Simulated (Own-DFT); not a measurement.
# What a defect does to the pressure of its cell: zincblende GaAs

No measurement is shown. These are fixed-geometry runs of a retired plane-wave code named Own-DFT, which no person has reviewed; spin and spin-orbit coupling are neglected.

Settings: PBE; PseudoDojo norm-conserving scalar-relativistic files; cutoff 42 hartree; 3 x 3 x 3 k mesh centred on Gamma; Fermi-Dirac smearing of 0.1 eV.

Keep in mind (not all hold for every row): not probed for a lower state with spin; forces not confirmed at this smearing and k mesh; stress not checked against mesh or cutoff.

All runs share one cell, with vectors in Å (11.737, 0.000, 0.000); (0.000, 11.737, 0.000); (0.000, 0.000, 10.919) and a volume of 1504.3 Å³, strained against the parent crystal. The atoms are randomly displaced, by u rms on each axis. The defect's site can differ from row to row.

```
cell,formula,u (Å),P (GPa)
no defect,As32Ga32,0.0280,0.76
no defect,As32Ga32,0.0307,0.76
no defect,As32Ga32,0.0520,1.07
one P on an As site,As31Ga32P,0.0290,0.51
one P on an As site,As31Ga32P,0.0470,0.75
one P on an As site,As31Ga32P,0.0511,0.80
one Al on a Ga site,AlAs32Ga31,0.0302,0.74
one Al on a Ga site,AlAs32Ga31,0.0307,0.75
one Al on a Ga site,AlAs32Ga31,0.0483,?
one Al on a Ga site,AlAs32Ga31,0.0506,1.17
one As vacancy and one Ga vacancy,As31Ga31,0.0300,0.42
one As vacancy and one Ga vacancy,As31Ga31,0.0469,0.80
one As vacancy and one Ga vacancy,As31Ga31,0.0486,0.82
one In on a Ga site,As32Ga31In,0.0323,1.34
one In on a Ga site,As32Ga31In,0.0462,1.61
one In on a Ga site,As32Ga31In,0.0464,1.64
```

## What the rows give

P = P0 + c u² + a shift for each defect gives P0 = 0.55 GPa, c = 216 ± 18 GPa/Å² and a scatter of 0.05 GPa. The shifts, and each times the cell's volume:

- one In on a Ga site: 0.60 ± 0.04 GPa, 5.7 eV
- one Al on a Ga site: 0.02 ± 0.04 GPa, 0.2 eV (not resolved)
- one As vacancy and one Ga vacancy: -0.26 ± 0.04 GPa, -2.4 eV
- one P on an As site: -0.27 ± 0.04 GPa, -2.5 eV

A positive shift means that the defect pushes the cell outwards. Shift times volume (160.2 GPa Å³ is 1 eV) depends little on the cell's size, so, taken for each site, it can be compared between cells at like pressure. The atoms around the defects weren't relaxed, which would change these numbers.

## Withheld run

Question: what pressure belongs in the blank (one Al on a Ga site, u = 0.0483 Å)?

Estimate: 1.07 ± 0.06 GPa. The run itself gave 1.07 GPa.
